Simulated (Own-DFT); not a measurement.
# Biaxial strain at fixed height in wurtzite AlGaN with randomly placed atoms, 72 atoms (Al9Ga27N36)

No measurement is shown. These are fixed-geometry runs of a retired plane-wave code named Own-DFT, which no person has reviewed; spin and spin-orbit coupling are neglected.

All runs used: PBE; PseudoDojo norm-conserving scalar-relativistic files (stringent for Ga); cutoff 96 hartree; 4 x 4 x 3 k mesh centred on Gamma; Gaussian smearing of 0.01 eV.

Limits: forces on such cells passed a denser k mesh, each cell not checked; stress not checked against mesh or cutoff.

Unstrained cell vectors in Å: (9.509, 0.000, 0.000); (-4.755, 8.235, 0.000); (0.000, 0.000, 10.268). The unstrained cell has measured lattice constants (interpolated for alloys), not those of this functional. That, the random moves and any unrelaxed bonds set the pressure at no strain. Each run strains x and y alike by e, as a substrate would, and holds the height along z. Each atom got a random Gaussian move of width 0.05 Å along each axis. The random placing of the alloy's atoms differs from row to row. Stress is positive in tension.

```
e (%),u (Å),(s_xx + s_yy)/2 (GPa),s_zz (GPa)
-3.00,0.052,-26.11,-12.96
-1.75,0.051,-16.98,-10.30
-1.50,0.048,-15.04,-9.71
-0.50,0.049,-8.47,-10.51
0.25,0.047,?,?
0.75,0.051,-2.50,-8.40
1.25,0.053,-0.50,-5.18
2.25,0.049,3.58,-3.08
2.50,0.048,4.13,-1.18
3.00,0.046,7.36,-3.52
```

## Working it out

With e as a fraction, the in-plane stress is -6.3 + 539 e - 3802 e² GPa (errors 10 and 606, scatter 0.58), and s_zz is -7.8 + 181 e GPa (slope ± 24, scatter 1.44). At e = 0 the first slope is C11 + C12 and the second 2 C13, both with the ions held to the strained lattice and at the cell's own pressure. The term in e² is negative: the layer stiffens under compression and softens under tension. A free layer would change its height as e changes, and the in-plane slope would drop by 2 C13²/C33 to the biaxial modulus. At fixed height, a misfit of 1 % moves the in-plane stress by about 5.4 GPa and s_zz by 1.8 GPa.

## The run left out

Question: what are the two stresses at e = 0.25 %?

From the fit: -5.0 and -7.4 GPa. Computed: -4.90 and -7.24 GPa.
